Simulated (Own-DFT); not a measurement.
# Biaxial strain at fixed height in wurtzite AlGaN with randomly placed atoms, 72 atoms (Al27Ga9N36)

The numbers are computed, not measured, by runs of the plane-wave DFT program Own-DFT (in-house, retired, unreviewed) at fixed positions, with no spin and no spin-orbit coupling.

Common settings: PBE; PseudoDojo norm-conserving scalar-relativistic files (stringent for Ga); cutoff 96 hartree; 4 x 4 x 3 k mesh centred on Gamma; Gaussian smearing of 0.01 eV.

Known weak points: forces on such cells passed a denser k mesh, each cell not checked; stress not checked against mesh or cutoff.

Unstrained cell vectors in Å: (9.394, 0.000, 0.000); (-4.697, 8.135, 0.000); (0.000, 0.000, 10.066). The unstrained cell has measured lattice constants (interpolated for alloys), not those of this functional. That, the random moves and any unrelaxed bonds set the pressure at no strain. Each run strains x and y alike by e, as a substrate would, and holds the height along z. Random moves of width 0.05 Å per axis were added to every atom. The random placing of the alloy's atoms differs from row to row. Stress is positive in tension.

| e (%) | u (Å) | (s_xx + s_yy)/2 (GPa) | s_zz (GPa) |
|---|---|---|---|
| -2.75 | 0.050 | -25.86 | -9.63 |
| -1.50 | 0.052 | -16.06 | -10.25 |
| -1.25 | 0.050 | -14.19 | -7.21 |
| -1.00 | 0.046 | -11.76 | -7.55 |
| -0.75 | 0.049 | ? | ? |
| -0.25 | 0.047 | -6.57 | -7.74 |
| 0.50 | 0.052 | -4.12 | -6.03 |
| 2.00 | 0.052 | 3.55 | -3.10 |
| 2.75 | 0.047 | 7.85 | -3.12 |
| 3.00 | 0.046 | 8.86 | -2.73 |

## Worked fit

With e as a fraction, the in-plane stress is -6.0 + 601 e - 3919 e² GPa (errors 15 and 858, scatter 0.77), and s_zz is -6.6 + 133 e GPa (slope ± 16, scatter 0.91). At e = 0 the first slope is C11 + C12 and the second 2 C13, both with the ions held to the strained lattice and at the cell's own pressure. The term in e² is negative: the layer stiffens under compression and softens under tension. A free layer would change its height as e changes, and the in-plane slope would drop by 2 C13²/C33 to the biaxial modulus. At fixed height, a misfit of 1 % moves the in-plane stress by about 6.0 GPa and s_zz by 1.3 GPa.

## Test on the hidden row

Question: what are the two stresses at e = -0.75 %?

Estimate: -10.8 and -7.6 GPa. The run itself gave -10.86 and -7.02 GPa.
